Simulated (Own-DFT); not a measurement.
# What a defect does to the pressure of its cell: C40 NbSi2

The numbers are computed, not measured, by runs of the plane-wave DFT program Own-DFT (in-house, retired, unreviewed) at fixed positions, with no spin and no spin-orbit coupling.

All runs used: PBE; PseudoDojo norm-conserving scalar-relativistic files; cutoff 42 hartree; 4 x 4 x 5 k mesh centred on Gamma; cold (Marzari-Vanderbilt) smearing of 0.2 eV.

Limits: forces on such cells failed a check on a denser k mesh; stress not checked against mesh or cutoff.

All runs share one cell, with vectors in Å (0.000, 8.324, 0.000); (-9.613, 0.000, 0.000); (0.000, 0.000, 6.586) and a volume of 527.0 Å³. Atoms were moved at random from their sites; u is the rms move along one axis. The defect's site can differ from row to row.

| cell | formula | u (Å) | P (GPa) |
|---|---|---|---|
| no defect | Nb12Si24 | 0.0201 | 1.50 |
| no defect | Nb12Si24 | 0.0484 | 2.53 |
| no defect | Nb12Si24 | 0.0485 | 2.43 |
| two Nb on a Si site each | Nb14Si22 | 0.0278 | 7.29 |
| two Nb on a Si site each | Nb14Si22 | 0.0310 | 7.59 |
| two Nb on a Si site each | Nb14Si22 | 0.0483 | ? |
| two Nb on a Si site each | Nb14Si22 | 0.0539 | 8.69 |
| two Si on a Nb site each | Nb10Si26 | 0.0300 | 1.75 |
| two Si on a Nb site each | Nb10Si26 | 0.0518 | 2.57 |
| two Si on a Nb site each | Nb10Si26 | 0.0548 | 2.76 |
| two Nb vacancies | Nb10Si24 | 0.0334 | -0.06 |
| two Nb vacancies | Nb10Si24 | 0.0450 | 0.33 |
| two Nb vacancies | Nb10Si24 | 0.0502 | 1.16 |
| one Si vacancy | Nb12Si23 | 0.0306 | 1.06 |
| one Si vacancy | Nb12Si23 | 0.0342 | 1.10 |
| one Si vacancy | Nb12Si23 | 0.0537 | 1.86 |

## Worked fit

P = P0 + c u² + a shift for each defect gives P0 = 1.24 GPa, c = 537 ± 51 GPa/Å² and a scatter of 0.17 GPa. The shifts, and each times the cell's volume:

- two Nb on a Si site each: 5.79 ± 0.14 GPa, 19.0 eV (9.5 eV for each of its 2 sites)
- two Si on a Nb site each: -0.06 ± 0.14 GPa, -0.2 eV (-0.1 eV for each of its 2 sites) (not resolved)
- one Si vacancy: -0.79 ± 0.14 GPa, -2.6 eV
- two Nb vacancies: -1.78 ± 0.14 GPa, -5.9 eV (-2.9 eV for each of its 2 sites)

Against the defect-free cell, a freed cell would be larger where the shift is positive and smaller where it is negative (160.2 GPa Å³ is 1 eV). The atoms around the defects weren't relaxed, which would change these numbers.

## Withheld run

Asked: what pressure belongs in the blank (two Nb on a Si site each, u = 0.0483 Å)?

From the fit: 8.28 ± 0.20 GPa. The calculation gave 8.10 GPa.
